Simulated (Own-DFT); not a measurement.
# Computed records: Si₁₂O₂₃ (quartz with two neutral oxygen vacancies, strained, atoms displaced)

A calculation, not a measurement: plane-wave PBE and HSE06 DFT by an unreviewed code, no spin, of a simulated cell at Gamma alone, so results move with cell size and shape, stress positive in tension, energies less offsets, not probed for a lower state with spin; oxygen file: force components 24 meV/angstrom off all-electron in a glass; k mesh not checked against a denser one; forces and stress are PBE's, HSE06 gives the energy alone, and its difference from PBE has offsets of its own; offsets are fitted by least squares, one for each functional and potential file, so energies compare only between cells with the same atoms and settings and are not formation energies; the far tail of each file's local potential was reset to the Coulomb form; each entry is a single point on an unrelaxed cell, so the pressure reflects the starting lattice, mostly measured values (interpolated for alloys), from which strain is counted, and rises with the displacements; printed positions are rounded, which can move forces by about a meV/angstrom; the program, named Own-DFT, is a retired in-house code; no spin-orbit coupling. Program: Own-DFT development build.

Settings shared by all entries: first functional PBE; second functional HSE06; exact exchange share 0.25; screening 0.11 1/bohr; exchange divergence Gygi-Baldereschi; potential files PseudoDojo norm-conserving, scalar-relativistic, made for PBE, standard set; wave cutoff 48 hartree; occupations fixed; k mesh 1 x 1 x 1 centred on Gamma.

(1) Si₁₂O₂₃ (quartz with two neutral oxygen vacancies, strained, atoms displaced)

```xyz
70
Lattice="9.8915 0.0133 -0.0134 -4.9343 8.3884 0.0891 -0.0147 0.1046 10.7952" Properties=species:S:1:pos:R:3 Si12O23
Si     2.2001     0.2230    10.7190
Si     8.7927     1.8725     3.6645
Si     1.3223     2.2680     1.7652
O      1.3871     1.2681     0.6244
O      2.8315     2.4788     2.4733
O     -1.0771     3.0037     4.9161
O      0.3327     1.7082     2.9517
O      0.8420     3.4811     1.0845
Si     2.3375     0.1522     5.3500
Si     8.6347     2.1043     8.9279
Si     1.4295     2.3058     7.0984
O      1.2581     1.2209     6.1148
O      2.6961     2.4885     8.0189
O      3.2663     0.6207     9.6417
O     -1.0131     3.0044    10.1160
O      0.2111     1.8915     8.3388
O      0.6916     3.6146     6.6259
Si     0.0042     4.1059     0.0589
Si     6.1937     6.1773     3.5892
Si    -1.1576     6.3914     1.8095
O     -1.1312     5.3965     0.5996
O      0.3269     6.5937     2.4552
O      0.7302     4.8006     4.2518
O     -3.5778     7.4860     4.9015
O     -2.1769     6.0993     2.9336
O     -1.7393     7.9384     1.3598
Si    -0.2209     4.4105     5.4444
Si    -3.6050     6.2943     9.0324
Si    -1.3310     6.4020     7.3079
O     -1.0941     5.3466     6.1018
O      0.2917     6.8794     7.9026
O      0.8288     4.8431     9.6597
O     -3.5406     7.3534    10.1398
O     -2.2937     6.1056     8.3463
O     -1.7250     7.7840     6.7979
Si     7.3211     0.1831    10.7817
Si     3.8664     1.7858     3.5549
Si     6.2144     2.2284     1.8134
O      6.3758     1.1321     0.5723
O      7.6140     2.4961     2.5165
O      8.3089     0.6238     4.2323
O      5.2072     1.8432     2.8638
O      5.8052     3.5928     1.0630
Si     2.4017     8.3451     5.5487
Si     3.7596     1.9612     9.0610
Si     6.3082     2.3691     7.2579
O      6.4560     1.2564     6.0988
O      7.7768     2.6266     7.8260
O      8.0513     0.6727     9.6603
O      3.8095     3.2378    10.1066
O      5.2753     1.8824     8.2577
O      5.6351     3.8166     6.4575
Si     4.8109     4.2599     0.0854
Si     1.1983     6.3148     3.6828
Si     3.8239     6.4539     1.9620
O      3.7832     5.3168     0.7770
O      5.1920     6.6707     2.4265
O      5.7206     4.9575     4.2446
O      1.2792     7.4362     4.9194
O      2.7231     5.9930     3.1175
O      3.2514     7.8617     1.2539
Si     4.7684     4.4252     5.4369
Si     1.3552     6.3132     9.0361
Si     3.8072     6.5131     7.2344
O      3.8415     5.4338     6.0313
O      5.3571     6.8663     7.8194
O      5.6950     4.8564     9.7152
O      1.4538     7.4323    10.1975
O      2.7055     5.9452     8.4929
O      3.2654     7.7942     6.6626
```

* PBE energy of cell above offsets: -5.795 eV
* HSE06 less PBE above offsets: 0.305 eV
* PBE pressure: 13.67 GPa
* PBE stress xx: -13.57 GPa
* PBE stress yy: -12.15 GPa
* PBE stress zz: -15.28 GPa
* PBE stress yz: 4 GPa
* PBE stress xz: 2.17 GPa
* PBE stress xy: 2.21 GPa

Force:
```tsv
element	x (eV/Å)	y (eV/Å)	z (eV/Å)
Si	1.377	-3.459	3.361
Si	0.462	9.487	-2.781
Si	3.361	-3.595	7.687
O	-0.331	-3.216	-3.536
O	-1.613	-0.405	-0.792
O	0.498	0.914	-1.195
O	0.394	0.259	-0.616
O	1.219	3.985	2.66
Si	2.774	1.656	2.057
Si	4.701	-5.5	1.695
Si	-4.195	3.848	7.078
O	1.704	-5.694	-5.517
O	0.445	0.432	-1.595
O	0.663	-1.343	-0.305
O	1.15	5.439	5.869
O	1.991	-1.131	-1.231
O	0.111	3.148	-1.537
Si	-7.568	3.314	-6.742
Si	4.803	7.964	-1.292
Si	0.232	4.166	-1.69
O	1.915	-3.345	-1.574
O	-1.975	1.277	-2.084
O	0.938	2.568	-1.128
O	-2.497	-4.906	-3.958
O	-3.164	-1.663	3.426
O	-0.51	-0.709	-1.756
Si	4.647	-11.52	-2.181
Si	-5.992	-2.979	1.506
Si	9.756	1.927	-3.644
O	-5.724	5.876	3.839
O	-1.716	-1.944	-0.132
O	0.171	1.182	-0.231
O	-0.009	3.014	3.229
O	0.054	-4.427	4.016
O	-2.261	5.061	-4.211
Si	-4.776	-5.156	5.155
Si	-5.412	2.129	4.875
Si	4.13	0.352	-4.626
O	-2.697	3.094	2.637
O	2.711	-0.628	1.624
O	-3.535	-8.364	4.241
O	0.857	-2.433	1.102
O	1.065	-0.544	2.308
Si	-2.332	6.316	-2.596
Si	3.518	4.385	-0.98
Si	0.085	2.138	-4.583
O	0.901	-1.456	-1.189
O	-3.996	2.575	-3.675
O	6.775	5.464	-9.636
O	0.547	-0.675	0.784
O	-4.112	-1.2	3.841
O	5.807	-4.782	6.647
Si	-3.981	-1.329	-1.134
Si	3.413	-2.328	2.297
Si	-9.338	-0.131	-3.833
O	0.446	-0.036	0.197
O	7.053	1.399	2.846
O	-1.118	-4.339	1.902
O	-1.072	-2.137	-1.916
O	0.414	0.749	0.077
O	1.924	-1.908	2.351
Si	-1.927	-5.362	-6.968
Si	-5.501	0.66	2.149
Si	1.798	-4.123	5.179
O	-3.688	4.322	2.26
O	-3.03	-0.918	-0.858
O	2.486	3.701	-3.491
O	-1.108	-1.385	0.172
O	7.379	-0.154	-4.686
O	0.5	2.426	0.831
```

(2) Si₁₂O₂₃ (quartz with two neutral oxygen vacancies, strained, atoms displaced)

```xyz
70
Lattice="9.8171 -0.0059 -0.1251 -4.9137 8.4310 0.1366 -0.1376 0.0940 10.8294" Properties=species:S:1:pos:R:3 Si12O23
Si     2.1977     0.0691     0.0938
Si    -1.1855     2.0191     3.7043
Si     1.2249     2.3501     1.7747
O      1.3265     1.1936     0.5932
O      2.6619     2.4615     2.5576
O      3.1827     0.5903     4.0784
O     -1.1316     3.2595     4.7190
O      0.2355     1.7530     3.2093
O      0.6995     3.5178     1.0722
Si    -2.5839     8.3786     5.3674
Si    -1.2040     2.1704     9.0142
Si     1.2348     2.1887     7.2515
O      1.2797     1.2727     5.9225
O      2.5927     2.5740     7.9583
O      3.1581     0.6831     9.5292
O     -1.1590     3.1419    10.1118
O      0.1660     1.7727     8.3864
O      0.4680     3.5495     6.6653
Si    -0.1710     4.2349     0.0483
Si     6.1555     6.2018     3.4882
Si    -1.3005     6.4715     1.8533
O     -0.9661     5.3605     0.8086
O      0.2775     6.7524     2.4567
O      0.5892     4.9387     4.2121
O     -3.5862     7.4712     4.9596
O     -2.1010     6.1616     3.0481
O     -1.6474     7.8579     1.2320
Si    -0.1735     4.2564     5.3508
Si    -3.6620     6.3126     9.2694
Si    -1.2084     6.4522     7.3786
O     -1.1709     5.4519     6.0524
O      0.2027     6.8691     7.9609
O      0.6377     4.8970     9.7842
O     -3.5930     7.2968    10.4342
O     -2.3147     6.1704     8.4029
O     -1.7321     7.7476     6.6500
Si     2.1877     8.4696    10.8273
Si     3.6978     2.0079     3.6578
Si     6.2483     2.3208     1.7999
O      6.2143     1.1565     0.4151
O      7.7367     2.6046     2.3056
O      8.1578     0.6076     4.2162
O      3.9316     3.1827     4.7342
O      5.3149     1.7407     2.9470
O      5.5963     3.5563     1.2211
Si     7.0999     0.1164     5.2395
Si     3.5349     2.0004     9.0216
Si     6.0415     2.2168     7.0990
O      6.1040     1.1822     6.0000
O      7.5529     2.4510     7.7969
O      7.9616     0.7786     9.5722
O      3.6825     3.2560    10.2062
O      5.1326     1.8793     8.2697
O      5.5468     3.5854     6.4593
Si     4.7802     4.1339     0.0439
Si     1.4042     6.2720     3.6246
Si     3.8012     6.3314     1.8214
O      3.9681     5.2456     0.7199
O      5.6394     4.8271     4.2819
O      1.4010     7.3045     5.0009
O      2.6728     6.0297     2.9478
Si     4.5689     4.2040     5.5104
Si     1.0987     6.2194     9.0574
Si     3.7162     6.3234     7.1784
O      3.7905     5.1831     6.1066
O      5.1397     6.6830     7.8784
O      5.7284     4.9189     9.5906
O      1.2246     7.2942    10.2393
O      2.6741     6.1820     8.4140
O      3.0805     7.7541     6.4374
```

- PBE energy of cell above offsets: -5.381 eV
- HSE06 less PBE above offsets: 0.223 eV
- PBE pressure: 14.83 GPa
- PBE stress xx: -12.6 GPa
- PBE stress yy: -19.19 GPa
- PBE stress zz: -12.68 GPa
- PBE stress yz: -0.58 GPa
- PBE stress xz: -1.38 GPa
- PBE stress xy: -1.06 GPa

Force:
```tsv
element	x (eV/Å)	y (eV/Å)	z (eV/Å)
Si	4.645	-3.103	-4.351
Si	-2.356	1.292	0.139
Si	1.624	-7.138	6.813
O	-2.182	2.764	1.894
O	-1.433	1.338	-2.256
O	1.159	-0.48	0.012
O	-3.213	-3.117	-1.394
O	5.546	0.302	-5.075
O	0.333	3.469	0.578
Si	4.98	7.14	8.206
Si	-2.573	-6.619	-3.041
Si	-2.963	0.904	-2.572
O	2.463	-1.659	-0.159
O	-0.856	1.719	-2.038
O	-4.087	-6.879	5.386
O	0.616	6.398	6.265
O	2.459	-1.17	-0.096
O	1.675	0.376	0.168
Si	-3.377	-0.131	-2.421
Si	-2.485	0.094	2.399
Si	8.281	1.906	-1.465
O	-1.63	-1.287	-1.677
O	0.456	-0.151	0.849
O	3.687	1.418	-2.403
O	-8.144	-9.771	-6.541
O	-5.347	-2.185	5.483
O	-1.033	2.378	-0.709
Si	-1.532	2.543	5.694
Si	-0.507	0.034	-6.104
Si	-0.014	-0.474	-4.746
O	1.223	-1.068	0.737
O	-0.235	-0.132	-0.617
O	0.975	-0.3	-1.759
O	-0.379	3.114	2.692
O	-0.464	-1.379	3.094
O	-0.961	3.943	-2.276
Si	-0.452	0.318	1.278
Si	4.231	0.479	-1.526
Si	1.181	-5.9	-1.394
O	0.816	0.895	2.666
O	0.532	-0.575	0.491
O	0.555	1.896	-2.323
O	-6.243	-8.13	-5.612
O	-3.099	-0.161	2.153
O	0.359	2.768	-0.079
Si	0.651	0.668	4.555
Si	7.709	6.244	-0.703
Si	3.688	3.578	2.514
O	0.865	-3.484	-4.235
O	-2.358	1.087	-2.97
O	1.322	-0.453	-0.191
O	-2.379	-4.062	-2.836
O	-5.305	-1.068	4.372
O	3.307	-1.051	3.447
Si	3.872	1.823	-4.357
Si	-10.69	2.375	3.803
Si	1.276	4.901	0.687
O	-2.079	0.987	-0.125
O	0.222	1.607	-0.354
O	-3.599	-4.796	-5.317
O	6.437	-2.058	-2.448
Si	12.1	-0.94	-5.81
Si	4.852	1.508	-0.044
Si	-1.568	6.378	1.878
O	-8.592	9.015	4.97
O	-0.388	0.187	-0.021
O	-2.957	-5.189	4.408
O	0.061	0.688	0.912
O	-1.725	-1.822	0.747
O	3.055	-1.804	2.751
```

(3) Si₁₂O₂₃ (quartz with two neutral oxygen vacancies, strained, atoms displaced)

```xyz
70
Lattice="9.9140 0.1341 0.0405 -4.8409 8.3805 -0.0324 0.0446 -0.0154 10.7218" Properties=species:S:1:pos:R:3 Si12O23
Si     2.3237     0.0408    10.7081
Si     8.6309     2.1774     3.8131
Si     1.4610     2.3567     1.9252
O      1.3514     1.2717     0.6440
O      2.8237     2.5086     2.3871
O      3.2560     0.6241     4.2230
O     -1.0782     3.1619     4.6820
O      0.4308     1.6986     3.0840
O      0.8168     3.7194     1.2986
Si    -2.5201     8.3298     5.2665
Si    -1.0637     1.9403     9.0473
Si     1.4581     2.1625     7.2202
O      1.3982     1.1043     5.8862
O      2.7755     2.3128     7.8924
O      3.4314     0.6630     9.6998
O     -1.0166     3.0195    10.0368
O      0.4036     1.7662     8.3169
O      0.9938     3.6201     6.5407
Si    -0.0098     4.3255    10.5469
Si     6.2740     6.2991     3.6090
Si    -1.1987     6.4198     1.6806
O     -1.0349     5.3584     0.6391
O      0.4907     6.7752     2.4123
O      0.7637     4.8940     4.2416
O     -3.5062     7.2791     4.7023
O     -2.1402     5.8943     3.0362
O     -1.5825     7.7899     1.0995
Si    -0.1459     4.2157     5.3398
Si    -3.3818     6.0612     8.9346
Si    -0.9862     6.3843     7.2014
O     -1.0073     5.3013     5.9876
O      0.6224     6.8829     7.8337
O      0.9305     4.8145     9.5378
O     -3.3791     7.3936     9.9850
O     -2.0538     5.8919     8.2356
O     -1.6052     7.7345     6.6035
Si     7.3234     0.0992    10.6968
Si     3.7492     2.0787     3.5686
Si     6.1456     2.2954     1.8098
O      6.5338     1.2631     0.6889
O      7.8565     2.5806     2.3360
O      8.2044     0.7186     4.3287
O      3.8667     3.2108     4.6880
O      5.2369     1.8693     3.0215
O      5.7772     3.6516     1.0472
Si     2.4193     8.4538     5.2999
Si     3.7647     2.0997     8.9306
Si     6.3115     2.2939     7.2331
O      7.7405     2.4759     7.6677
O      8.1868     0.7837     9.7093
O      3.8965     3.1051    10.1878
O      5.2242     1.7179     8.3217
O      5.8204     3.7635     6.5755
Si     4.8356     4.2343    10.6703
Si     1.4274     6.0818     3.5405
Si     3.8904     6.5573     1.8344
O      3.9373     5.4171     0.6151
O      5.3816     6.6369     2.4632
O      5.7383     4.8788     4.0893
O      1.5411     7.3052     4.7130
O      3.1121     5.9641     3.0893
O      3.4534     7.9377     1.1552
Si     4.9805     4.3193     5.3203
Si     1.4004     6.1797     8.9810
Si     3.9478     6.5714     7.1349
O      3.9641     5.4805     6.1936
O      5.5327     6.7125     7.8088
O      5.7806     4.8620     9.5420
O      1.4038     7.2203    10.0566
O      2.7478     5.9873     8.3106
```

- PBE energy of cell above offsets: -7.037 eV
- HSE06 less PBE above offsets: 0.596 eV
- PBE pressure: 11.1 GPa
- PBE stress xx: -9.41 GPa
- PBE stress yy: -11.85 GPa
- PBE stress zz: -12.04 GPa
- PBE stress yz: -2.69 GPa
- PBE stress xz: 1.87 GPa
- PBE stress xy: -1.53 GPa

Force:
```tsv
element	x (eV/Å)	y (eV/Å)	z (eV/Å)
Si	2.228	4.743	2.191
Si	2.359	-5.738	-10.53
Si	-11.87	-2.422	-3.546
O	1.038	-0.831	-0.101
O	7.271	1.581	1.632
O	1.642	1.488	-1.85
O	-0.828	3.815	4.41
O	-1.271	1.278	0.505
O	-0.901	1.368	-2.642
Si	1.831	0.62	3.524
Si	-0.602	-3.629	-8.088
Si	-5.892	0.27	-6.715
O	-0.419	2.115	2.859
O	-0.205	2.593	-3.469
O	-0.339	0.643	-0.581
O	1.451	7.417	4.984
O	-2.233	-1.013	1.806
O	-1.65	-0.106	-1.246
Si	-4.081	-6.232	9.232
Si	3.878	-0.616	1.877
Si	2.436	1.452	8.271
O	0.328	-3.712	-4.624
O	-2.381	-1.166	-1.394
O	0.188	-2.376	-0.134
O	-1.691	-1.856	-0.379
O	2.29	0.626	-2.472
O	-1.151	2.014	-0.323
Si	4.942	-1.706	2.633
Si	-6.035	2.131	1.38
Si	3.419	2.794	-1.213
O	-1.585	2.14	2.041
O	-6.91	-0.886	-3.951
O	2.031	-1.021	-3.34
O	-2.393	-4.876	-2.196
O	3.603	-2.183	0.861
O	-0.904	1.31	-2.174
Si	-3.174	-6.288	3.978
Si	0.651	-2.078	2.973
Si	5.24	1.62	0.398
O	-2.973	0.167	0.08
O	-2.208	-0.594	2.461
O	2.648	1.972	-2.905
O	0.715	1.298	1.395
O	0.337	-0.782	-0.041
O	0.236	-0.178	1.194
Si	-1.721	-0.453	7.238
Si	6.072	-4.501	6.942
Si	-3.939	-1.954	-3.663
O	6.345	0.28	4.393
O	3.649	1.159	-4.901
O	-1.878	-1.099	-1.672
O	0.78	1.115	-0.441
O	0.481	-0.983	0.087
Si	1.079	2.376	1.247
Si	2.413	4.618	-1.05
Si	0.916	-1.203	-1.765
O	-0.807	1.318	0.973
O	-2.827	2.444	-4.512
O	0.843	-0.539	0.205
O	-1.316	-2.148	-1.431
O	-3.818	-0.552	1.107
O	-0.812	-0.238	-0.626
Si	-4.732	-0.364	2.926
Si	1.497	0.55	-3
Si	-1.293	7.867	6.63
O	1.919	-9.326	-8.619
O	-1.861	0.288	-0.638
O	1.524	0.425	-0.575
O	2.187	6.297	6.435
O	6.226	-0.544	-2.069
```

(4) Si₁₂O₂₃ (quartz with two neutral oxygen vacancies, strained, atoms displaced)

```xyz
70
Lattice="9.8163 -0.1942 -0.1007 -5.0764 8.6167 0.0050 -0.1108 -0.0576 10.9510" Properties=species:S:1:pos:R:3 Si12O23
Si     2.2296    -0.0590    10.8680
Si     8.6158     1.7449     3.4682
Si     1.2502     2.3319     1.7357
O      1.4222     1.0443     0.6332
O      2.6044     2.4284     2.4178
O      3.1730     0.5206     4.2733
O     -1.2007     3.1180     4.8304
O      0.1912     1.7879     2.9708
O      0.7603     3.5732     1.1624
Si     2.2665     0.0376     5.4098
Si     8.3565     1.8549     9.0402
Si     1.0534     2.2052     7.2324
O      1.3975     0.9837     6.2810
O      2.4793     2.2746     7.9770
O      3.0777     0.5982     9.6349
O     -1.2700     3.0255    10.2748
O      0.2410     1.6941     8.5279
O      0.5987     3.6185     6.4822
Si    -0.4546     4.1516    10.8703
Si    -3.7897     6.4095     3.6251
Si    -1.3901     6.5103     1.7378
O     -1.2009     5.4663     0.6668
O      0.2296     6.8044     2.3306
O      0.7344     4.7920     4.2809
O     -3.9336     7.5574     4.8411
O     -2.3766     5.9014     2.9978
O     -1.8662     7.8443     1.1943
Si    -0.2725     4.1799     5.4319
Si    -3.7901     6.4222     9.0326
Si    -1.4865     6.6879     7.2713
O     -1.4178     5.2494     6.0303
O      0.1245     6.7830     8.1668
O      0.6554     4.7688     9.7035
O     -3.8993     7.4075    10.3408
O     -2.2800     5.9017     8.4243
O     -1.8537     7.9105     6.6388
Si     7.0830    -0.1713    10.8532
Si     3.6893     1.9103     3.5729
Si     6.1073     2.0952     1.6096
O      6.0595     1.0147     0.5788
O      7.8274     0.4477     4.2415
O      3.5058     3.0034     4.8875
O      5.5586     3.5705     1.1837
Si     2.1825     8.4171     5.4071
Si     3.6299     2.0134     9.0938
Si     6.1234     1.9954     7.2594
O      6.1646     0.7714     5.9671
O      7.6202     2.3936     7.9452
O      8.0187     0.1615     9.5754
O      3.7151     2.9384    10.1662
O      5.0943     1.5583     8.6913
O      5.5438     3.4371     6.5120
Si     4.5621     3.9819    10.8344
Si     1.1128     6.1784     3.6141
Si     3.6080     6.4774     1.7925
O      3.6931     5.4101     0.4433
O      5.0742     6.5461     2.3848
O      5.5692     4.6746     4.3251
O      1.1754     7.2659     4.8611
O      2.5943     5.9901     3.1327
O      3.0918     7.8257     1.0361
Si     4.5875     4.1766     5.2887
Si     1.1146     6.3221     9.1529
Si     3.6071     6.4345     7.2633
O      3.7819     5.2975     6.0660
O      5.1129     6.6265     7.8464
O      5.5307     4.7615     9.7257
O      1.0759     7.3810    10.0868
O      2.4343     5.9684     8.5450
O      2.9353     7.9296     6.6190
```

- PBE energy of cell above offsets: -2.198 eV
- HSE06 less PBE above offsets: 1.434 eV
- PBE pressure: 8.3 GPa
- PBE stress xx: -6.61 GPa
- PBE stress yy: -8.52 GPa
- PBE stress zz: -9.77 GPa
- PBE stress yz: -1.9 GPa
- PBE stress xz: -5.1 GPa
- PBE stress xy: -0.48 GPa

Force:
```tsv
element	x (eV/Å)	y (eV/Å)	z (eV/Å)
Si	0.719	-1.346	0.097
Si	-5.969	1.569	2.426
Si	-0.316	-8.762	1.543
O	-1.612	2.817	1.827
O	3.599	0.371	2.145
O	1.243	0.443	-1.974
O	-2.259	-4.827	-3.63
O	3.349	-0.781	-2.006
O	-4.856	7.342	-5.032
Si	-1.142	-3.377	2.353
Si	9.081	-10.58	3.091
Si	0.958	1.368	1.829
O	-1.839	0.673	-1.17
O	2.587	2.093	0.124
O	-0.858	-2.51	2.278
O	-2.247	-0.07	2.835
O	-4.436	0.785	0.764
O	4.76	-4.483	6.099
Si	6.154	6.016	1.905
Si	1.997	-3.429	4.709
Si	2.624	-0.082	6.398
O	1.035	-5.785	-4.556
O	-1.616	-1.135	0.836
O	-1.199	-1.07	0.081
O	1.419	-0.677	-1.052
O	1.054	1.477	-0.981
O	-1.99	4.418	-2.888
Si	-3.48	6.792	-2.951
Si	4.204	-5.378	7.037
Si	7.909	-12.05	3.247
O	1.209	2.674	1.679
O	-8.327	1.973	-8.134
O	-2.287	-0.515	2.463
O	1.401	0.364	-1.01
O	-2.962	1.52	1.462
O	-3.312	8.502	-5.333
Si	-0.994	-0.938	0.583
Si	1.778	1.689	-0.67
Si	0.528	3.586	8.051
O	1.684	-5.215	-5.237
O	6.338	5.012	-8.342
O	0.511	-0.424	-1.659
O	-0.133	-0.166	-1.08
Si	-6.456	-3.967	2.224
Si	-3.262	-8.118	-9.23
Si	-2.73	0.86	-2.28
O	-2.299	5.36	4.959
O	-7.406	2.736	-8.381
O	0.633	5.029	-0.454
O	-2.117	4.728	6.854
O	4.17	0.797	-4.22
O	0.49	-2.312	1.279
Si	2.483	8.991	2.4
Si	-1.662	2.568	0.617
Si	-2.749	-2.774	-1.583
O	0.599	-1.216	1.572
O	-1.51	1.494	-2.044
O	4.661	5.064	-6.492
O	-0.442	-1.471	-1.047
O	4.373	0.538	-3.719
O	-0.543	0.841	0.666
Si	-2.88	-4.966	6.177
Si	-1.777	-10.65	-2.141
Si	-3.444	0.169	-0.148
O	-1.752	2.712	2.131
O	-4.631	2.216	-4.903
O	-0.134	-0.063	-0.497
O	-0.055	8.49	10.46
O	8.989	-0.51	-5.406
O	5.145	-4.431	5.052
```
